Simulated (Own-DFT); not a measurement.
# How strain changes the stress of 4H SiC, 72 atoms (C36Si36)

These are calculations, not measurements. The program, named Own-DFT, is a retired in-house plane-wave density functional code that no person has reviewed. Each row is one single-point run on a periodic cell that was not relaxed, without spin or spin-orbit coupling.

Settings of every run: PBE; PseudoDojo norm-conserving scalar-relativistic files; cutoff 42 hartree; 4 x 4 x 3 k mesh centred on Gamma; Fermi-Dirac smearing of 0.1 eV.

Known limits: forces on such cells passed a denser k mesh, each cell not checked; stress not checked against mesh or cutoff.

Unstrained cell vectors in Å: (9.248, 0.000, 0.000); (-4.624, 8.009, 0.000); (0.000, 0.000, 10.068). The unstrained cell has measured lattice constants (interpolated for alloys), not those of this functional. That, the random moves and any unrelaxed bonds set the pressure at no strain. Each run strains this cell uniformly, with the atoms carried along. Every atom was also moved at random, by a Gaussian of width 0.05 Å on each axis. Strain is the symmetric tensor, in per cent. Stress is positive in tension, and the pressure is minus a third of its trace.

```
run,e_xx (%),e_yy (%),e_zz (%),e_yz (%),e_xz (%),e_xy (%),s_xx (GPa),s_yy (GPa),s_zz (GPa),s_yz (GPa),s_xz (GPa),s_xy (GPa),P (GPa),E (meV/atom)
1,-1.91,0.06,0.77,0.71,1.52,-0.65,-13.57,-5.25,-4.99,1.61,4.48,-2.41,7.94,9.4
2,-0.59,-0.60,-1.45,1.84,1.98,1.72,-7.95,-8.61,-19.51,6.09,7.22,7.75,12.02,23.0
3,1.46,-0.48,-0.84,-1.74,-0.86,-0.58,0.46,-7.90,-8.36,-5.91,-3.23,-4.14,5.27,13.9
4,1.39,1.20,1.56,-0.85,1.57,-0.98,3.25,2.69,3.83,-1.99,4.71,-3.60,-3.26,5.5
5,-0.38,-1.20,1.57,0.94,0.09,1.41,-8.41,-11.35,2.35,1.93,0.32,8.38,5.80,11.1
6,-0.22,-0.29,2.00,0.44,1.20,-1.44,-6.69,-6.01,5.58,1.50,3.91,-7.11,2.38,11.2
7,-1.91,0.76,-0.44,1.47,0.53,-0.10,-16.31,-2.03,-10.91,4.47,1.81,1.33,9.75,29.7
8,-0.98,-1.36,-1.27,0.54,0.96,1.34,-11.33,-14.11,-16.56,2.75,2.79,6.98,14.00,14.9
9,-0.67,1.61,-0.11,-1.66,-0.35,1.59,-7.64,3.13,-6.30,-5.98,-1.90,6.64,3.60,5.1
10,-0.15,-0.16,0.10,0.10,1.36,0.69,-4.90,-7.66,-5.03,1.32,5.68,2.72,5.87,0.0
11,-0.63,1.03,-1.61,0.62,-0.22,-1.28,-8.04,-1.43,-18.51,2.13,-0.67,-6.45,9.33,39.8
12,-0.19,-1.91,-1.19,0.76,0.80,0.90,-8.45,-17.38,-16.56,2.69,2.35,3.87,14.13,48.3
13,-1.78,0.92,-0.30,1.52,-1.55,1.73,-13.57,-3.03,-8.43,6.10,-6.44,8.17,8.34,32.5
14,0.51,-1.68,1.84,-1.90,0.94,-1.02,-3.49,-13.87,4.86,-5.77,2.41,-4.60,4.16,11.8
15,-1.91,-1.25,-0.47,-1.39,1.03,-1.74,-19.29,-15.38,-11.17,-6.88,3.00,-8.87,15.28,54.2
16,1.30,-0.39,-0.01,1.72,0.32,-1.24,1.68,-6.26,-6.08,6.34,1.66,-4.35,3.55,16.0
17,-0.69,1.09,-1.26,1.35,1.09,-0.54,?,?,?,?,?,?,?,?
```

E is the free energy for each atom above the lowest run shown.

## Worked fit

Each stress component was fitted by least squares to a constant and the strains of the runs shown, as fractions, with shears doubled. Shear strains stay in the fit of a normal stress only where such slopes are resolved. The slopes, in GPa:

| stress | at no strain | per e_xx | per e_yy | per e_zz | scatter |
|---|---|---|---|---|---|
| s_xx | -5.3 | 535 ± 29 | 95 ± 29 | 23 ± 27 | 1.24 |
| s_yy | -5.5 | 70 ± 21 | 559 ± 21 | 52 ± 19 | 0.88 |
| s_zz | -6.8 | 100 ± 35 | 54 ± 35 | 644 ± 33 | 1.48 |

Each shear stress against twice its own strain: yz 176 ± 10, xz 181 ± 8, xy 233 ± 10 GPa. These are stiffnesses along x, y and z of the frame in which the cell vectors are given, which need not be the crystal's axes. The atoms are held to the strained lattice; where symmetry lets them move under strain, relaxing them would lower some slopes. The table should be nearly symmetric about its diagonal, and what it lacks of that shows the noise. A ninth of its sum, 237 ± 5 GPa, estimates the bulk modulus near the mean pressure of these runs, 7.4 GPa, so it lies above the value at zero pressure.

## Withheld run

Question: what normal stresses and pressure should run 17 give?

The fit gives s_xx = -8.3, s_yy = -0.6, s_zz = -15.0 and P = 7.9 GPa. The calculation gave -9.64, 0.54, -12.80 and P = 7.30 GPa.
